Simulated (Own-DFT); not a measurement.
# How strain changes the stress of C40 NbSi2, 36 atoms (Nb12Si24)

These are calculations, not measurements. They come from Own-DFT, an in-house plane-wave density functional program, since retired, whose code no person has reviewed. Each row is one single-point run on a periodic cell that was not relaxed, without spin or spin-orbit coupling.

Settings of every run: PBE; PseudoDojo norm-conserving scalar-relativistic files; cutoff 42 hartree; 4 x 4 x 5 k mesh centred on Gamma; cold (Marzari-Vanderbilt) smearing of 0.2 eV.

Known limits: forces on such cells failed a check on a denser k mesh; stress not checked against mesh or cutoff.

Unstrained cell vectors in Å: (0.000, 8.324, 0.000); (-9.613, 0.000, 0.000); (0.000, 0.000, 6.586). The unstrained cell was taken from the Materials Project. The random moves and any unrelaxed bonds add to the pressure at no strain. Each run strains this cell uniformly, with the atoms carried along. Every atom was also moved at random, by a Gaussian of width 0.05 Å on each axis. Strain is the symmetric tensor, in per cent. Stress is positive in tension, and the pressure is minus a third of its trace.

```
run,e_xx (%),e_yy (%),e_zz (%),e_yz (%),e_xz (%),e_xy (%),s_xx (GPa),s_yy (GPa),s_zz (GPa),s_yz (GPa),s_xz (GPa),s_xy (GPa),P (GPa),E (meV/atom)
1,0.24,-0.19,-0.33,0.83,1.02,1.77,-2.49,-2.58,-5.40,3.20,3.43,5.07,3.49,7.7
2,1.51,-1.30,1.40,1.02,1.97,0.39,3.73,-5.31,1.69,2.90,5.39,0.72,-0.04,13.6
3,1.50,0.98,0.30,-1.56,-1.73,0.68,3.90,2.23,-1.32,-5.24,-4.65,1.92,-1.60,11.4
4,-0.74,1.27,1.59,1.82,-1.90,0.30,-3.09,2.77,3.11,4.76,-5.39,0.74,-0.93,15.2
5,0.90,1.60,-0.52,-1.81,-1.38,1.32,1.47,3.48,-4.67,-4.62,-4.29,3.63,-0.09,9.5
6,1.52,1.13,0.60,-0.66,-0.27,0.55,3.84,2.93,1.20,-2.36,-0.81,0.96,-2.65,0.0
7,-1.07,0.26,-1.86,-1.58,-1.32,1.23,-8.34,-4.66,-14.31,-5.40,-4.24,3.91,9.10,44.6
8,-1.29,-0.57,0.20,1.30,-1.07,-1.72,-8.15,-5.96,-5.18,3.73,-3.59,-4.98,6.43,32.1
9,0.71,-0.44,-1.98,0.00,-1.90,0.36,-1.76,-4.85,-13.59,-0.03,-6.58,1.54,6.73,16.9
10,0.36,-1.18,0.77,-0.27,0.27,-1.30,-1.80,-5.83,-1.26,-0.97,0.43,-3.89,2.96,11.2
11,-1.89,1.07,-0.01,0.52,-0.55,1.50,-8.39,-0.25,-3.77,1.82,-1.81,5.09,4.14,0.0
12,1.42,-1.04,-1.13,0.34,-0.95,-0.68,1.24,-6.67,-9.16,1.22,-3.61,-2.04,4.86,17.4
13,0.81,-1.46,1.64,1.19,-0.16,0.36,0.99,-5.83,1.87,3.93,-0.95,1.59,0.99,12.1
14,1.41,-0.90,-1.70,1.46,-1.61,-0.35,0.91,-6.61,-12.39,4.86,-4.97,-0.65,6.03,28.1
15,-1.88,-0.06,0.29,-1.67,-1.61,0.40,-9.10,-3.75,-4.91,-5.41,-5.21,0.82,5.92,17.7
16,1.25,0.47,1.18,1.26,0.24,-0.31,?,?,?,?,?,?,?,?
```

E is the free energy for each atom above the lowest run shown.

## Worked fit

Each stress component was fitted by least squares to a constant and the strains of the runs shown, as fractions, with shears doubled. Shear strains stay in the fit of a normal stress only where such slopes are resolved. The slopes, in GPa:

| stress | at no strain | per e_xx | per e_yy | per e_zz | scatter |
|---|---|---|---|---|---|
| s_xx | -2.6 | 373 ± 8 | 65 ± 10 | 84 ± 9 | 0.39 |
| s_yy | -2.7 | 75 ± 9 | 364 ± 11 | 87 ± 10 | 0.43 |
| s_zz | -4.4 | 76 ± 12 | 103 ± 15 | 463 ± 13 | 0.57 |

Each shear stress against twice its own strain: yz 156 ± 6, xz 150 ± 7, xy 157 ± 7 GPa. These are stiffnesses along x, y and z of the frame in which the cell vectors are given, which need not be the crystal's axes. The atoms are held to the strained lattice; where symmetry lets them move under strain, relaxing them would lower some slopes. The table should be nearly symmetric about its diagonal, and what it lacks of that shows the noise. A ninth of its sum, 188 ± 6 GPa, estimates the bulk modulus near the mean pressure of these runs, 3.0 GPa, so it lies above the value at zero pressure.

## Withheld run

Question: what normal stresses and pressure should run 16 give?

The fit gives s_xx = 3.4, s_yy = 1.0, s_zz = 2.5 and P = -2.3 GPa. The calculation gave 3.03, 1.47, 2.21 and P = -2.24 GPa.
